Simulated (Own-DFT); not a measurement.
SiC (2H silicon carbide, strained, atoms displaced) (calculated)

Computed with Own-DFT development build. A calculation, not a measurement: plane-wave PBE density functional theory by an unreviewed code, no spin, of a simulated periodic cell, stress positive in tension, free energy of the whole cell less one offset for each atom, forces on such cells passed a denser k mesh, this cell's mesh not checked; offsets are fitted by least squares, one for each functional and potential file, so energies compare only between cells with the same atoms and settings and are not formation energies; the far tail of each file's local potential was reset to the Coulomb form; each entry is a single point on an unrelaxed cell, so the pressure reflects the starting lattice, mostly measured values (interpolated for alloys), from which strain is counted, and rises with the displacements; printed positions are rounded, which can move forces by about a meV/angstrom; the program, named Own-DFT, is a retired in-house code; no spin-orbit coupling.

Settings shared by all entries: functional PBE; potential files PseudoDojo norm-conserving, scalar-relativistic, standard set; wave cutoff 42 hartree; occupations Fermi-Dirac; smearing width 0.1 eV; hardware one NVIDIA H100; k mesh 4 x 4 x 3 centred on Gamma.

(1) SiC (2H silicon carbide, strained, atoms displaced)

```
SiC
1.0
      9.2428     0.0766     0.0687
     -4.5550     8.0363     0.0362
      0.0748     0.0887    10.0732
Si C Si C Si C Si C Si C Si C Si C Si C Si C Si C Si C Si C Si C Si C Si C Si C Si C Si C
2 2 2 2 2 2 2 2 2 2 2 2 2 2 2 2 2 2 2 2 2 2 2 2 2 2 2 2 2 2 2 2 2 2 2 2
Direct
  0.99782 0.99824 0.00225
  0.10726 0.21428 0.23856
  0.00882 0.00896 0.18870
  0.11037 0.22706 0.44195
  0.99592 0.00071 0.49410
  0.11749 0.22807 0.75453
  0.99896 0.01233 0.68319
  0.10905 0.21818 0.93134
  0.99923 0.34108 0.00182
  0.10694 0.54654 0.25220
  0.98875 0.33662 0.18884
  0.11189 0.55577 0.43214
  0.99605 0.32461 0.49891
  0.11210 0.55891 0.75510
  0.00847 0.34476 0.68483
  0.11627 0.55136 0.94101
  0.99259 0.66796 0.99602
  0.11551 0.89505 0.24763
  0.98752 0.66206 0.18400
  0.11462 0.88968 0.44888
  0.99231 0.67447 0.49572
  0.12110 0.89183 0.75060
  0.00250 0.66848 0.68457
  0.10869 0.88538 0.94091
  0.33109 0.99634 0.00518
  0.44734 0.22026 0.25170
  0.33340 0.00338 0.19183
  0.44368 0.22246 0.44468
  0.32885 0.99880 0.50995
  0.44692 0.22458 0.74947
  0.34282 0.00604 0.68801
  0.43710 0.21198 0.93410
  0.32979 0.32922 0.99205
  0.44345 0.56156 0.25768
  0.34244 0.33829 0.18834
  0.43119 0.54343 0.43182
  0.33422 0.33507 0.49718
  0.44701 0.56402 0.74675
  0.32713 0.33313 0.69241
  0.44510 0.54574 0.93209
  0.33861 0.66506 0.99560
  0.44195 0.88916 0.24370
  0.34020 0.66366 0.18329
  0.44772 0.90165 0.43716
  0.33839 0.66309 0.49729
  0.44574 0.89197 0.75740
  0.33683 0.66713 0.69370
  0.44770 0.89313 0.93408
  0.66660 0.99608 0.00144
  0.77167 0.21834 0.25173
  0.65702 1.00001 0.18153
  0.79110 0.22300 0.42853
  0.65167 0.97853 0.50295
  0.78131 0.21849 0.75607
  0.66566 0.99725 0.68813
  0.79008 0.22392 0.93344
  0.67369 0.33264 0.00220
  0.78187 0.56103 0.25047
  0.66079 0.32113 0.18691
  0.77509 0.55491 0.43727
  0.66986 0.33612 0.50082
  0.77896 0.55398 0.74503
  0.67374 0.34229 0.68782
  0.77447 0.56626 0.93836
  0.66489 0.66568 0.00560
  0.77167 0.88963 0.24121
  0.66518 0.66528 0.18442
  0.76354 0.88971 0.43440
  0.66860 0.67497 0.50201
  0.78453 0.89733 0.74770
  0.66948 0.66445 0.68424
  0.77993 0.89354 0.93231
```

```
free energy of cell above offsets : -6.171 eV
pressure                          : 3.54 GPa
stress xx                         : -3.42 GPa
stress yy                         : 0.3 GPa
stress zz                         : -7.49 GPa
stress yz                         : 2.74 GPa
stress xz                         : 2.43 GPa
stress xy                         : 3.3 GPa
wall time                         : 355.5 s
```

Force:
| element | x (eV/Å) | y (eV/Å) | z (eV/Å) |
| --- | --- | --- | --- |
| Si | 0.062 | 0.492 | -1.381 |
| Si | -0.076 | 4.38 | 2.553 |
| C | -1.462 | -2.94 | -0.751 |
| C | 1.68 | -1.687 | -2.216 |
| Si | -0.267 | 0.915 | 0.999 |
| Si | -1.833 | -0.454 | -2.278 |
| C | 1.671 | -1.035 | 0.554 |
| C | -0.309 | 0.403 | 2.99 |
| Si | 1.423 | -1.673 | -0.015 |
| Si | -0.289 | 1.72 | -0.988 |
| C | 1.952 | -1.407 | -1.083 |
| C | -0.328 | 0.355 | 1.714 |
| Si | -0.346 | 2.443 | 0.34 |
| Si | 0.361 | -0.513 | -1.394 |
| C | -0.536 | -1.384 | 0.979 |
| C | -1.428 | 1.933 | -0.421 |
| Si | 1.092 | -0.797 | 0.589 |
| Si | -0.174 | -1.753 | 1.195 |
| C | 2.53 | 1.725 | 0.353 |
| C | -1.388 | 0.859 | -2.512 |
| Si | 2.56 | -2.151 | 0.642 |
| Si | -1.996 | 0.085 | -0.432 |
| C | -0.122 | 0.619 | 0.764 |
| C | 0.508 | 0.702 | -0.354 |
| Si | -0.26 | 0.341 | -0.987 |
| Si | -1.093 | 0.635 | 0.551 |
| C | 0.115 | -0.599 | -0.701 |
| C | 0.695 | -0.207 | -0.865 |
| Si | 0.836 | 0.826 | -1.71 |
| Si | -0.165 | 0.603 | -0.246 |
| C | -0.563 | -0.505 | 1.308 |
| C | 1.192 | 0.948 | 0.906 |
| Si | 0.59 | -0.197 | 1.26 |
| Si | 1.326 | -1.686 | -3.031 |
| C | -1.215 | -0.618 | -0.618 |
| C | 1.794 | 2.452 | 2.261 |
| Si | -0.916 | -1.609 | 1.432 |
| Si | 1.498 | -1.977 | 0.535 |
| C | 2.071 | 1.285 | -1.365 |
| C | -0.32 | 1.838 | 0.689 |
| Si | 0.11 | -0.268 | 0.206 |
| Si | -0.133 | -0.843 | 1.386 |
| C | -2.278 | 0.944 | 0.25 |
| C | -0.304 | -2.573 | -0.565 |
| Si | -2.741 | 0.819 | 0.572 |
| Si | 0.579 | -0.486 | -2.305 |
| C | -1.315 | 1.332 | -1.302 |
| C | 0.119 | -0.748 | 2.333 |
| Si | -0.357 | 1.103 | -1.602 |
| Si | 0.513 | -0.05 | -0.761 |
| C | 1.512 | 0.138 | 0.836 |
| C | -2.714 | -1.221 | 2.608 |
| Si | -0.96 | 4.524 | 0.225 |
| Si | 0.016 | 1.237 | -2.847 |
| C | -0.456 | 0.394 | 0.307 |
| C | -1.698 | -0.412 | 1.914 |
| Si | -1.497 | -0.108 | -1.163 |
| Si | -1.319 | -1.919 | -0.038 |
| C | -0.034 | 2.059 | 0.355 |
| C | -0.56 | 0.951 | -0.19 |
| Si | 0.686 | -1.062 | -0.399 |
| Si | -0.043 | 1.182 | 1.125 |
| C | 0.175 | -2.009 | 0.277 |
| C | 2.004 | -2.252 | -0.819 |
| Si | -1.253 | 0.356 | -2.152 |
| Si | 0.315 | -0.096 | 0.948 |
| C | -0.198 | 0.707 | 1.854 |
| C | 3.394 | -1.13 | -1.266 |
| Si | -0.111 | -1.904 | -1.085 |
| Si | 0.16 | -1.351 | -0.18 |
| C | -0.729 | 1.348 | 0.484 |
| C | 0.245 | -1.029 | 1.729 |

(2) SiC (2H silicon carbide, strained, atoms displaced)

```
SiC
1.0
      9.3623    -0.0670    -0.1435
     -4.7392     8.1736     0.2214
     -0.1562     0.1882     9.8855
Si C Si C Si C Si C Si C Si C Si C Si C Si C Si C Si C Si C Si C Si C Si C Si C Si C Si C
2 2 2 2 2 2 2 2 2 2 2 2 2 2 2 2 2 2 2 2 2 2 2 2 2 2 2 2 2 2 2 2 2 2 2 2
Direct
  0.99575 0.00085 0.00339
  0.11084 0.23154 0.25610
  0.01058 0.99784 0.19211
  0.12243 0.22815 0.43053
  0.99466 0.00877 0.50017
  0.11342 0.22571 0.75787
  0.99555 0.99985 0.68433
  0.10910 0.22422 0.93095
  0.99856 0.32550 0.00537
  0.11218 0.55481 0.25026
  0.99386 0.32578 0.18454
  0.11704 0.55589 0.43788
  0.00065 0.34176 0.50537
  0.10747 0.55924 0.75889
  0.99352 0.32590 0.68288
  0.11015 0.55310 0.93825
  0.00305 0.67875 0.00195
  0.10567 0.88935 0.24603
  0.00317 0.66644 0.18764
  0.10819 0.88452 0.44973
  0.99863 0.66191 0.49622
  0.10710 0.88335 0.74490
  0.99660 0.66190 0.69002
  0.09910 0.88310 0.93413
  0.32992 0.98266 0.01331
  0.44787 0.22514 0.24543
  0.33771 0.00263 0.19304
  0.43991 0.22050 0.43473
  0.34090 0.00033 0.49439
  0.44164 0.22707 0.74644
  0.34265 0.00641 0.69326
  0.43999 0.22454 0.94132
  0.33059 0.32818 0.99374
  0.44072 0.55261 0.24982
  0.34404 0.33212 0.17999
  0.44726 0.56012 0.43097
  0.32405 0.32580 0.49978
  0.43116 0.54110 0.75368
  0.32750 0.33945 0.68655
  0.44363 0.54855 0.93885
  0.33955 0.66666 0.00327
  0.44520 0.88729 0.25055
  0.32539 0.66736 0.18885
  0.45029 0.88592 0.43185
  0.32598 0.66354 0.49847
  0.44134 0.89234 0.74361
  0.33111 0.66940 0.68861
  0.44352 0.88739 0.93046
  0.66169 0.99232 0.99790
  0.76981 0.21312 0.24497
  0.66147 0.99495 0.19161
  0.77151 0.21398 0.44353
  0.66466 0.99752 0.49907
  0.76943 0.20642 0.74730
  0.66341 0.99464 0.68909
  0.77875 0.22413 0.94069
  0.66784 0.33558 0.00170
  0.77747 0.55718 0.25002
  0.66180 0.32253 0.18321
  0.77436 0.55819 0.43655
  0.67393 0.34792 0.49856
  0.77894 0.55784 0.74826
  0.66634 0.32332 0.68370
  0.77401 0.54838 0.95169
  0.66364 0.65926 0.99031
  0.77617 0.90068 0.25102
  0.65987 0.65850 0.19273
  0.78180 0.89609 0.43930
  0.66354 0.66711 0.50578
  0.78432 0.89393 0.75732
  0.65396 0.65716 0.68774
  0.77330 0.89075 0.94258
```

```
free energy of cell above offsets : -4.098 eV
pressure                          : 3.59 GPa
stress xx                         : 2.52 GPa
stress yy                         : 4.86 GPa
stress zz                         : -18.13 GPa
stress yz                         : 6.26 GPa
stress xz                         : -5.71 GPa
stress xy                         : -2.62 GPa
wall time                         : 342.7 s
```

Force:
| element | x (eV/Å) | y (eV/Å) | z (eV/Å) |
| --- | --- | --- | --- |
| Si | 0.966 | -0.12 | -0.576 |
| Si | 2.436 | -1.385 | -3.473 |
| C | -4.282 | 2.243 | -0.821 |
| C | -3.025 | -0.72 | 3.026 |
| Si | 2.146 | -0.752 | -0.694 |
| Si | -1.16 | -0.959 | -4.309 |
| C | 0.851 | 0.7 | 1.747 |
| C | -0.069 | -0.588 | 4.014 |
| Si | -0.649 | 1.244 | -2.733 |
| Si | -0.865 | -0.592 | -0.713 |
| C | -0.064 | 0.866 | 2.168 |
| C | -2.258 | -0.372 | -0.353 |
| Si | 0.367 | -1.981 | -2.202 |
| Si | 1.031 | -1.271 | -2.276 |
| C | 0.24 | 0.919 | 3.001 |
| C | 0 | 0.437 | 2.345 |
| Si | 0.46 | -3.429 | -0.383 |
| Si | 3.09 | -1.4 | 2.677 |
| C | -0.703 | 0.334 | 1.047 |
| C | -0.1 | 0.958 | -1.836 |
| Si | -0.137 | 0.595 | 0.671 |
| Si | 0.387 | 0.996 | -0.377 |
| C | -0.259 | 0.586 | -0.512 |
| C | 0.636 | 2.037 | 0.679 |
| Si | -1.048 | 2.112 | -3.463 |
| Si | -0.036 | -0.731 | 0.588 |
| C | -0.488 | -0.884 | 0.684 |
| C | 0.592 | 0.932 | 0.62 |
| Si | -0.87 | -0.278 | 0.762 |
| Si | 1.13 | -0.564 | 0.855 |
| C | -2.207 | -0.155 | -1.601 |
| C | 1.111 | -1.311 | -0.956 |
| Si | 0.277 | 0.041 | 1.022 |
| Si | 0.587 | -0.203 | -1.361 |
| C | -3.098 | 0.723 | 1.198 |
| C | -0.832 | -0.927 | 2.514 |
| Si | 2.286 | 2.068 | -0.685 |
| Si | -0.134 | 3.143 | -0.985 |
| C | 0.707 | -1.975 | -0.011 |
| C | -1.021 | 0.629 | -0.011 |
| Si | -0.997 | -0.663 | -1.52 |
| Si | -0.623 | -0.517 | -0.526 |
| C | 1.68 | 0.052 | -0.024 |
| C | -1.363 | -0.066 | 1.962 |
| Si | 2.55 | 0.795 | 0.502 |
| Si | 1.324 | -1.186 | 0.498 |
| C | -0.305 | -0.585 | 0.131 |
| C | -0.022 | -0.49 | 2.103 |
| Si | -0.718 | 1.481 | 0.197 |
| Si | 0.13 | 0.757 | 1.442 |
| C | -0.398 | 0.637 | -1.636 |
| C | 0.167 | 2.338 | -1.598 |
| Si | 0.583 | -0.185 | 0.544 |
| Si | 0.201 | 1.911 | 0.433 |
| C | 0.256 | -0.588 | -0.011 |
| C | -0.161 | -1.14 | -0.38 |
| Si | -0.277 | -1.984 | -1.209 |
| Si | 0.019 | -0.737 | -1.019 |
| C | 0.465 | 1.531 | 1.978 |
| C | 0.648 | 0.942 | 0.498 |
| Si | -0.295 | -3.492 | -0.401 |
| Si | -0.307 | -1.805 | 0.907 |
| C | -1.182 | 1.712 | 1.283 |
| C | 0.33 | 2.245 | -2.749 |
| Si | 0.071 | 0.397 | 2.55 |
| Si | 2.64 | -2.935 | 0.052 |
| C | -0.064 | 1.983 | -1.462 |
| C | -0.906 | -0.758 | 0.146 |
| Si | 0.021 | 0.395 | -2.159 |
| Si | -1.308 | -1.233 | -1.778 |
| C | 0.868 | 0.973 | 1.872 |
| C | 0.98 | -0.751 | 0.084 |

(3) SiC (2H silicon carbide, strained, atoms displaced)

```
SiC
1.0
      9.0639     0.0945    -0.0750
     -4.4501     8.1108     0.1679
     -0.0817     0.1639    10.1375
Si C Si C Si C Si C Si C Si C Si C Si C Si C Si C Si C Si C Si C Si C Si C Si C Si C Si C
2 2 2 2 2 2 2 2 2 2 2 2 2 2 2 2 2 2 2 2 2 2 2 2 2 2 2 2 2 2 2 2 2 2 2 2
Direct
  0.00918 0.00190 0.00274
  0.10799 0.22105 0.24765
  0.99265 0.00186 0.17456
  0.12006 0.22142 0.43668
  0.99436 0.99941 0.50022
  0.11974 0.23543 0.74601
  0.99454 0.99516 0.69087
  0.11092 0.22539 0.93490
  0.01193 0.34053 0.99275
  0.10270 0.54931 0.25241
  0.98748 0.32524 0.19197
  0.10981 0.56266 0.43997
  0.98496 0.33219 0.50203
  0.12204 0.56302 0.74618
  0.99542 0.33257 0.68575
  0.12059 0.56293 0.93782
  0.99763 0.66316 0.99386
  0.11882 0.89030 0.24562
  0.00718 0.67597 0.18688
  0.11861 0.88837 0.43793
  0.00246 0.66711 0.48982
  0.11712 0.89235 0.75098
  0.00730 0.67159 0.68988
  0.11647 0.89301 0.92534
  0.33299 0.99959 0.01051
  0.43561 0.21427 0.25099
  0.31952 0.99409 0.19056
  0.43930 0.21712 0.43733
  0.33586 0.99791 0.50390
  0.43217 0.21104 0.74372
  0.32777 0.00046 0.68441
  0.45030 0.22909 0.93550
  0.33606 0.33415 0.00318
  0.45055 0.55910 0.25687
  0.32635 0.33684 0.19719
  0.45619 0.56581 0.43902
  0.33327 0.34065 0.49690
  0.44902 0.55879 0.75005
  0.33646 0.33559 0.68081
  0.44714 0.55898 0.93918
  0.33191 0.66972 0.99806
  0.44518 0.88163 0.24774
  0.33773 0.66213 0.17980
  0.44822 0.88820 0.43392
  0.33502 0.66600 0.50144
  0.44145 0.89274 0.75813
  0.33351 0.67496 0.68542
  0.43340 0.88933 0.93611
  0.65658 0.00269 0.99999
  0.77898 0.22587 0.24855
  0.66429 0.00312 0.17967
  0.77309 0.21232 0.43515
  0.67506 0.00302 0.50470
  0.77502 0.22601 0.75314
  0.68151 0.00140 0.68615
  0.76776 0.21395 0.93725
  0.65798 0.32437 0.99713
  0.77595 0.55549 0.25024
  0.66875 0.33904 0.18858
  0.77797 0.56210 0.43623
  0.66037 0.32224 0.50138
  0.77401 0.54995 0.75562
  0.67498 0.34092 0.69010
  0.79058 0.55869 0.93887
  0.66224 0.67392 0.99824
  0.77702 0.89071 0.24272
  0.65855 0.67626 0.19018
  0.76531 0.88623 0.43855
  0.65920 0.66692 0.49834
  0.78632 0.88833 0.74072
  0.66288 0.65256 0.68755
  0.77851 0.89273 0.94725
```

```
free energy of cell above offsets : -4.650 eV
pressure                          : 4.55 GPa
stress xx                         : -14.47 GPa
stress yy                         : 4.36 GPa
stress zz                         : -3.54 GPa
stress yz                         : 5.02 GPa
stress xz                         : -2 GPa
stress xy                         : 2.54 GPa
wall time                         : 350.6 s
```

Force:
| element | x (eV/Å) | y (eV/Å) | z (eV/Å) |
| --- | --- | --- | --- |
| Si | -1.702 | -0.325 | -3.328 |
| Si | -0.334 | -0.797 | 0.782 |
| C | 1.847 | 0.396 | 3.922 |
| C | -2.795 | -0.047 | 0.03 |
| Si | 1.329 | -0.379 | -0.122 |
| Si | -0.486 | -2.324 | 0.247 |
| C | 2.176 | 2.366 | -1.441 |
| C | 1.753 | -0.165 | -0.079 |
| Si | -2.429 | -0.779 | 1.429 |
| Si | 1.266 | 0.567 | -0.735 |
| C | 1.751 | 2.325 | -1.594 |
| C | 2.147 | -2.474 | -0.975 |
| Si | 2.565 | 0.458 | -0.715 |
| Si | -1.692 | -1.237 | 0.487 |
| C | 0.05 | 1.34 | 0.625 |
| C | -0.74 | -1.387 | -0.88 |
| Si | 1.417 | 2.098 | 1.199 |
| Si | -4.066 | -1.437 | 2.032 |
| C | -0.891 | -1.243 | -0.702 |
| C | -1.575 | 0.337 | -0.652 |
| Si | -1.961 | 1.346 | 2.653 |
| Si | -1.38 | -1.439 | -1.803 |
| C | -1.162 | -0.194 | -0.827 |
| C | 0.019 | -0.129 | 3.878 |
| Si | -1.192 | 0.475 | -2.473 |
| Si | 0.596 | 1.057 | 0.285 |
| C | 3.942 | 2.202 | -0.956 |
| C | 0.338 | 0.46 | 0.528 |
| Si | -0.253 | -0.216 | -1.733 |
| Si | 1.597 | 2.041 | 0.918 |
| C | 1.474 | 0.384 | 0.528 |
| C | -1.722 | -2.061 | -0.039 |
| Si | -0.751 | 0.731 | 0.013 |
| Si | -1.04 | -0.669 | -1.144 |
| C | 1.613 | 0.04 | -1.595 |
| C | -2.909 | -2.47 | -0.329 |
| Si | 1.215 | -0.658 | -0.237 |
| Si | -0.594 | -0.551 | 0.2 |
| C | -0.746 | 0.848 | 0.819 |
| C | -0.56 | -0.676 | -0.786 |
| Si | 1.242 | -0.146 | 0.256 |
| Si | -0.355 | 0.25 | 0.183 |
| C | -1.829 | 0.469 | 1.968 |
| C | -0.074 | 0.049 | 1.04 |
| Si | -0.65 | 1.149 | -0.584 |
| Si | 1.409 | -0.13 | -2.438 |
| C | 1.829 | 0.089 | 0.489 |
| C | 1.322 | 0.107 | 1.271 |
| Si | 1.897 | -1.022 | -0.832 |
| Si | -1.442 | -2.004 | 0.04 |
| C | -0.807 | 0.524 | 1.717 |
| C | -0.498 | 1.293 | 0.106 |
| Si | -2.055 | -0.969 | -0.765 |
| Si | 1.673 | -1.449 | -0.077 |
| C | -3.444 | 0.809 | 0.854 |
| C | 1.064 | 1.77 | -0.135 |
| Si | 1.83 | 2.597 | 0.999 |
| Si | -0.352 | 1.16 | -0.437 |
| C | -1.322 | -0.835 | -0.499 |
| C | 0.314 | -1.523 | 0.02 |
| Si | -0.212 | 1.902 | -0.347 |
| Si | 2.071 | 1.065 | -0.702 |
| C | -1.972 | -1.782 | -0.962 |
| C | -3.426 | -1.734 | 0.024 |
| Si | 1.926 | -0.107 | 0.795 |
| Si | -0.56 | 0.079 | 0.803 |
| C | 2.43 | -1.091 | -0.88 |
| C | 2.672 | 0.304 | -1.137 |
| Si | 3.199 | 0.823 | 1.231 |
| Si | -1.258 | -2.069 | 3.265 |
| C | -0.771 | 2.574 | -0.583 |
| C | 0.033 | 0.034 | -2.112 |
